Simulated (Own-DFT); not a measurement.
# Computed records: GaP (zincblende, strained, atoms displaced)

A calculation, not a measurement: plane-wave PBE density functional theory by an unreviewed code, no spin, of a simulated periodic cell, stress positive in tension, free energy of the whole cell less one offset for each atom, forces on such cells passed a denser k mesh, this cell's mesh not checked; offsets are fitted by least squares, one for each functional and potential file, so energies compare only between cells with the same atoms and settings and are not formation energies; the far tail of each file's local potential was reset to the Coulomb form; each entry is a single point on an unrelaxed cell, so the pressure reflects the starting lattice, mostly measured values (interpolated for alloys), from which strain is counted, and rises with the displacements; printed positions are rounded, which can move forces by about a meV/angstrom; the program, named Own-DFT, is a retired in-house code; no spin-orbit coupling. Program: Own-DFT development build.

Common to all runs: functional PBE; potential files PseudoDojo norm-conserving, scalar-relativistic, standard set; wave cutoff 42 hartree; occupations Fermi-Dirac; smearing width 0.1 eV; hardware one NVIDIA H100; k mesh 3 x 3 x 3 centred on Gamma.

(1) 
```xyz
64
Lattice="10.8620 0.0000 0.0000 0.0000 10.8620 0.0000 0.0000 0.0000 10.9361" Properties=species:S:1:pos:R:3:force_x:R:1:force_y:R:1:force_z:R:1 formula=GaP free_energy_of_cell_above_offsets=-28.680 pressure=4.76 stress_xx=-5.11 stress_yy=-4.76 stress_zz=-4.41 stress_yz=0.82 stress_xz=0.56 stress_xy=-1.08 wall_time=578.5
Ga    10.6948     0.0299     0.1275      2.295      1.089     -1.909
Ga    10.8235     2.6165     2.6774      0.863      1.981     -0.101
Ga     2.6623    10.8496     2.7963      0.956      0.972     -1.804
Ga     2.6827     2.7477     0.0053      0.176     -0.027      -0.44
P      1.2731     1.4067     1.3653      1.226     -0.998     -0.442
P      1.3494     3.9707     4.0517      0.182      0.887       0.15
P      4.0239     1.4084     4.0847      1.292     -0.838     -0.404
P      4.0862     4.1479     1.3320      0.077     -0.726      0.429
Ga     0.0070    10.7490     5.4063     -0.522      0.963      0.184
Ga    10.6976     2.7607     8.1076      2.819     -2.138      1.859
Ga     2.7344    10.7603     8.2069     -0.271      0.636     -0.931
Ga     2.8049     2.7324     5.4028     -1.317      0.352      1.216
P      1.3426     1.2859     6.7522      0.218      0.638      0.603
P      1.4071     4.1893     9.4940     -1.618     -1.944       1.13
P      4.0746     1.2183     9.5620     -0.259      0.531      0.869
P      4.0510     4.1340     6.9040       0.95     -1.778     -1.013
Ga    10.8128     5.4233    10.9139       0.46       0.54     -0.761
Ga    10.8302     8.0503     2.6656      0.744      0.754      0.419
Ga     2.7030     5.5022     2.6879      0.742     -1.723      1.295
Ga     2.8609     8.1440    10.8933     -1.648      0.404      0.995
P      1.3182     6.6186     1.4605     -0.267      2.193     -2.141
P      1.4238     9.5602     4.0580     -1.296     -1.863      0.122
P      4.0698     6.7934     4.0669     -0.382     -0.466      0.698
P      4.1874     9.5625     1.3057     -0.991     -0.688      1.706
Ga     0.0379     5.4724     5.4362      0.374     -0.722      0.089
Ga     0.0095     8.2190     8.1539      0.572     -0.278      0.723
Ga     2.7991     5.3023     8.2518     -0.393      2.534     -0.208
Ga     2.7541     8.2303     5.4204     -0.941     -1.524     -0.169
P      1.3807     6.7543     6.8745      0.504      0.585     -0.304
P      1.4095     9.6053     9.6416     -1.033     -1.096      0.368
P      4.0913     6.8041     9.6103     -0.051      0.036     -1.677
P      4.0773     9.4326     6.7380      0.028      1.872       0.38
Ga     5.5433     0.0495     0.1531     -2.305     -1.419     -2.912
Ga     5.4928     2.7413     2.8159     -0.279     -0.317     -1.334
Ga     8.1986    10.7811     2.5957     -1.217       0.87       1.63
Ga     8.1623     2.7832     0.2359     -0.081      0.136     -2.217
P      6.8294     1.2814     1.1680      1.304      2.204       4.35
P      6.8835     4.0647     4.0667     -0.406     -0.424      1.444
P      9.5360     1.4588     3.9688     -1.283     -2.486      1.522
P      9.5768     4.0879     1.3485     -0.351      0.237      0.922
Ga     5.4486     0.0695     5.4772      0.434     -0.233      -0.17
Ga     5.3395     2.6498     8.3125      0.494      0.621     -0.589
Ga     8.1766     0.0927     8.3764      0.362      0.332     -2.063
Ga     8.2188     2.5806     5.5182      1.044      2.111     -0.977
P      6.8632     1.5204     6.8363     -1.414     -1.997      1.253
P      6.6996     4.0442     9.6586      0.859     -0.107     -0.261
P      9.4795     1.3943     9.6578      0.391       1.23      0.102
P      9.5813     4.1243     6.9628     -2.039      1.403     -2.631
Ga     5.3922     5.5036    10.8746     -0.065     -1.135      0.112
Ga     5.4274     8.1490     2.8557     -0.658     -0.691      -2.12
Ga     8.0624     5.3915     2.6750      0.815      0.546     -0.546
Ga     8.1602     8.1080     0.0266     -0.893      0.971      0.364
P      6.6726     6.7118     1.2950       1.13      1.431      1.194
P      6.7963     9.2790     4.1171       0.01      3.856     -0.758
P      9.5550     6.6918     3.9933     -1.443      0.698      0.985
P      9.5764     9.5730     1.3751     -0.808     -2.989      0.426
Ga     5.3900     5.3572     5.4824      0.877       0.94     -0.108
Ga     5.2952     8.2793     8.1875      1.826     -0.687       1.03
Ga     8.1611     5.4062     8.3103     -0.746      0.177      -0.17
Ga     7.9578     8.1198     5.4905      3.148     -0.708      0.523
P      6.8157     6.8756     6.8935     -1.301     -1.706      0.874
P      6.8601     9.7258     9.6229     -1.289     -2.619      0.198
P      9.4420     6.8878     9.5870      1.187     -0.699     -0.334
P      9.4796     9.5177     6.8718     -0.789      0.296     -0.672
```

Units: free_energy_of_cell_above_offsets in eV; pressure, stress_xx, stress_yy, stress_zz, stress_yz, stress_xz, stress_xy in GPa; wall_time in s; force_x, force_y, force_z in eV/Å.

(2) 
```xyz
64
Lattice="10.8620 0.0000 0.0000 0.0000 10.8620 0.0000 0.0000 0.0000 10.9361" Properties=species:S:1:pos:R:3:force_x:R:1:force_y:R:1:force_z:R:1 formula=GaP free_energy_of_cell_above_offsets=-26.460 pressure=5.1 stress_xx=-4.81 stress_yy=-5.48 stress_zz=-5 stress_yz=-1.41 stress_xz=-0.17 stress_xy=-0.62 wall_time=565
Ga    10.7852    10.7506     0.1129       0.44      1.308     -1.326
Ga    10.8265     2.7874     2.6305      0.546     -1.251      0.682
Ga     2.6479    10.8050     2.8278       1.16      1.589     -1.291
Ga     2.8148     2.6831    10.9103     -2.007      1.527      1.393
P      1.3776     1.3705     1.3225      0.167     -0.614      0.261
P      1.2045     4.0582     4.0903      1.264     -0.733      0.836
P      4.0302     1.3437     4.2441      0.467     -0.268     -1.519
P      4.0359     3.9976     1.4521      0.369      0.412      0.233
Ga     0.0550     0.1024     5.5144     -0.535     -1.635     -1.171
Ga     0.2618     2.7114     8.1596     -2.623      0.271      0.745
Ga     2.8256    10.8363     8.4349     -2.134     -1.685     -2.428
Ga     2.7880     2.7421     5.5878     -3.018     -1.765     -2.512
P      1.2761     1.3675     6.7844      3.006     -0.303      1.105
P      1.1164     4.1090     9.6733      3.217      -1.39     -0.963
P      3.9343     1.4703     9.5245      2.527      -0.63      0.206
P      3.9972     3.9656     6.7279      1.743      2.851      3.473
Ga    10.8151     5.4702    10.8427     -0.642      1.286       2.28
Ga     0.1050     8.2821     2.7775     -0.736     -1.966      -1.45
Ga     2.5429     5.4064     2.8459      2.155     -1.259      0.927
Ga     2.8634     8.2317     0.0176     -3.004     -2.893     -2.406
P      1.4966     6.6536     1.4709     -2.007      2.595      -2.35
P      1.3754     9.5148     4.0179      0.177      0.101      2.942
P      4.2328     6.6741     4.0733      -1.65      0.923     -0.877
P      3.9543     9.3104     1.4001      2.539      3.208       2.03
Ga    10.8324     5.3521     5.5022     -0.816      0.967     -1.289
Ga     0.0765     7.9923     8.2861     -1.774     -0.414     -1.987
Ga     2.5682     5.3935     8.3142      -0.79     -1.012     -1.749
Ga     2.8362     8.1281     5.3725     -0.878     -0.616     -0.294
P      1.2726     6.7205     6.7308      1.488      0.622      0.715
P      1.2103     9.3529     9.5084      2.246       2.03      2.074
P      3.9092     6.6063     9.5469      2.316      2.047      0.628
P      4.0540     9.5240     6.7131      0.203     -0.083      2.159
Ga     5.3087     0.0029     0.0028      0.001      0.177      0.774
Ga     5.5381     2.6671     2.7984     -2.082     -0.833     -0.621
Ga     8.0544    10.8509     2.8061      1.341     -0.377      0.817
Ga     8.0754     2.6278    10.9130      1.075      0.538      1.378
P      6.8567     1.3651     1.4465     -1.156     -0.779     -0.768
P      6.6729     4.0374     4.0571      1.511      1.775      1.224
P      9.6673     1.3595     4.1328     -2.267      0.729     -0.628
P      9.5982     4.0672     1.3211     -2.237      0.828     -0.424
Ga     5.4470    10.8110     5.4476      -0.25      1.661      0.864
Ga     5.4102     2.6963     8.2081     -0.268      1.496      0.782
Ga     8.0656     0.0397     8.2519      1.273      0.601     -0.481
Ga     7.9828     2.8165     5.5947      2.268       0.61     -2.057
P      6.7670     1.5866     6.8720     -0.573     -3.577      0.334
P      6.8917     4.0307     9.7057     -1.685      1.464     -1.828
P      9.5018     1.5079     9.6425      1.011     -2.013     -1.211
P      9.5628     4.0614     6.8350     -0.179     -0.928      0.078
Ga     5.3958     5.4386     0.0774     -0.244     -0.679      -0.36
Ga     5.5391     8.0344     2.6066     -1.889      1.805      2.389
Ga     8.0959     5.4868     2.6839      1.148     -0.633      0.607
Ga     8.0423     8.1005     0.0537      1.287       1.31     -0.873
P      6.7842     6.8674     1.3744      0.512     -2.398     -1.256
P      6.6923     9.4552     4.2254      0.554     -0.159     -2.011
P      9.5122     6.9696     4.0425     -0.195     -1.635      0.357
P      9.5092     9.4641     1.4152     -1.296     -0.364      0.325
Ga     5.3491     5.4453     5.5364      0.137     -1.548      -0.47
Ga     5.5359     8.1179     8.1171     -1.729      0.153      0.675
Ga     8.2103     5.4349     7.9813      -0.58     -0.038      1.766
Ga     8.1038     8.1488     5.4509       0.76      0.082      0.402
P      6.7050     6.7300     6.7591      1.424      0.285      0.404
P      6.7175     9.5414     9.5948      0.037     -0.416     -0.089
P      9.4047     6.7726     9.5971     -0.251      0.298      -0.68
P      9.5676     9.5540     6.7428     -0.873     -0.656        1.5
```

Units: free_energy_of_cell_above_offsets in eV; pressure, stress_xx, stress_yy, stress_zz, stress_yz, stress_xz, stress_xy in GPa; wall_time in s; force_x, force_y, force_z in eV/Å.

(3) 
```xyz
64
Lattice="10.8620 0.0000 0.0000 0.0000 10.8620 0.0000 0.0000 0.0000 10.9361" Properties=species:S:1:pos:R:3:force_x:R:1:force_y:R:1:force_z:R:1 formula=GaP free_energy_of_cell_above_offsets=-28.045 pressure=4.81 stress_xx=-5.19 stress_yy=-4.79 stress_zz=-4.45 stress_yz=0.65 stress_xz=0.84 stress_xy=0.34 wall_time=576.4
Ga     0.0434     0.0238    10.9157     -0.335     -0.047     -0.048
Ga    10.7799     2.7510     2.8730     -0.291     -1.939     -1.999
Ga     2.7369    10.6247     2.7288     -0.437      0.988      0.394
Ga     2.7452     2.6871    10.9201      0.089     -0.399      0.518
P      1.4352     1.1841     1.4017     -0.374       1.57     -0.031
P      1.3154     3.9617     3.9841      0.417      1.171      2.077
P      4.0034     1.3769     3.9333     -0.638     -1.607      2.368
P      4.0723     4.1195     1.5071      0.732     -0.875      -3.16
Ga     0.0929    10.8243     5.5757     -1.401      0.272     -0.635
Ga    10.8296     2.6746     7.9749     -0.594      1.291      1.714
Ga     2.5893     0.0322     8.1927      1.033     -1.165      0.239
Ga     2.5874     2.6581     5.4282      1.303      0.091     -0.788
P      1.3793     1.4037     6.8616     -0.066     -0.814     -0.865
P      1.4219     4.0845     9.5518     -1.675     -1.253      0.563
P      4.0635     1.3444     9.4258       0.27      0.288      1.224
P      3.9692     4.0421     6.7640      0.494     -0.059      0.461
Ga     0.0025     5.4098    10.9155     -0.558     -0.385      0.141
Ga     0.0384     8.1361     2.8100     -0.395     -0.233     -0.261
Ga     2.6751     5.2468     2.6983      -0.96      2.822      0.468
Ga     2.7155     8.0412    10.7539     -2.787      2.733      4.251
P      1.2740     6.7933     1.3122      1.106     -0.292      0.601
P      1.3633     9.4479     4.2094     -0.321      0.665     -0.842
P      4.0584     6.8067     4.0051      -0.06     -1.144      0.407
P      4.1045     9.4830     1.3879     -0.199     -0.445     -1.745
Ga    10.8439     5.2635     5.5098     -0.087      1.587     -0.703
Ga     0.0337     8.2039     8.1544     -1.323     -0.881      0.135
Ga     2.5948     5.3415     8.2018      1.198      1.969     -0.858
Ga     2.8005     8.1909     5.3404      0.407     -0.766      1.318
P      1.3227     6.8754     6.7983      0.657     -1.241     -0.395
P      1.3163     9.3973     9.5781       0.26      1.439     -0.265
P      4.0063     6.9920     9.6511      3.467     -4.847     -3.209
P      4.2392     9.6019     6.6913     -4.677     -3.217       3.38
Ga     5.4378     0.1114     0.0406     -0.059      -0.76     -0.392
Ga     5.2638     2.7435     2.7837       2.34     -0.312     -0.324
Ga     8.1537    10.7267     2.7625      0.885      0.416     -0.001
Ga     8.1479     2.6228     0.0466     -0.099     -0.185     -0.054
P      6.8481     1.1933     1.5310     -1.203      2.118     -1.211
P      6.7818     4.0323     4.0535     -0.409      0.598      0.186
P      9.4373     1.3317     4.0191      0.437       -0.3      1.895
P      9.4821     3.9797     1.4313      0.751      0.248     -1.297
Ga     5.3809    10.7741     5.5450      2.786      3.141      -4.45
Ga     5.4833     2.7367     8.1801     -0.659     -0.561     -0.914
Ga     7.9635     0.0929     8.1739      3.319     -2.044      1.956
Ga     8.0852     2.7526     5.4647     -0.833      -2.04     -1.024
P      6.7792     1.1519     6.8511     -1.554      3.791     -2.229
P      6.7764     4.0838     9.5118      0.137      -1.34      0.771
P      9.5682     1.4012     9.4707     -0.647     -0.456      0.377
P      9.3121     4.0280     6.7667      2.002      0.063      0.482
Ga     5.5243     5.3319    10.9177     -0.874      1.597      0.846
Ga     5.3897     8.1796     2.7144      1.147     -0.844     -0.282
Ga     8.2465     5.4044     2.6651     -0.708     -0.269      0.749
Ga     8.1871     8.1971    10.8656      0.051     -0.093      1.187
P      6.9072     6.7094     1.3973     -1.151      1.049     -0.935
P      6.8657     9.4588     4.0390     -1.891      0.094      0.876
P      9.3956     6.7991     4.0619      1.704     -0.906      0.388
P      9.6014     9.5696     1.4615     -0.118      -0.88     -1.279
Ga     5.4026     5.3967     5.5002      0.544      0.814     -0.299
Ga     5.3114     8.1941     8.2004      1.298       0.19     -0.021
Ga     8.1113     5.2877     8.1733      0.342      2.182      0.483
Ga     8.0824     8.1028     5.3584      0.681      0.367      0.988
P      6.9050     6.8912     6.9114     -1.619     -1.116      -0.09
P      6.8224     9.5385     9.5560     -1.063     -0.043       0.44
P      9.4630     6.7514     9.6104      0.551      -0.28     -1.219
P      9.4645     9.4780     6.8272     -0.341      0.482     -0.056
```

Units: free_energy_of_cell_above_offsets in eV; pressure, stress_xx, stress_yy, stress_zz, stress_yz, stress_xz, stress_xy in GPa; wall_time in s; force_x, force_y, force_z in eV/Å.
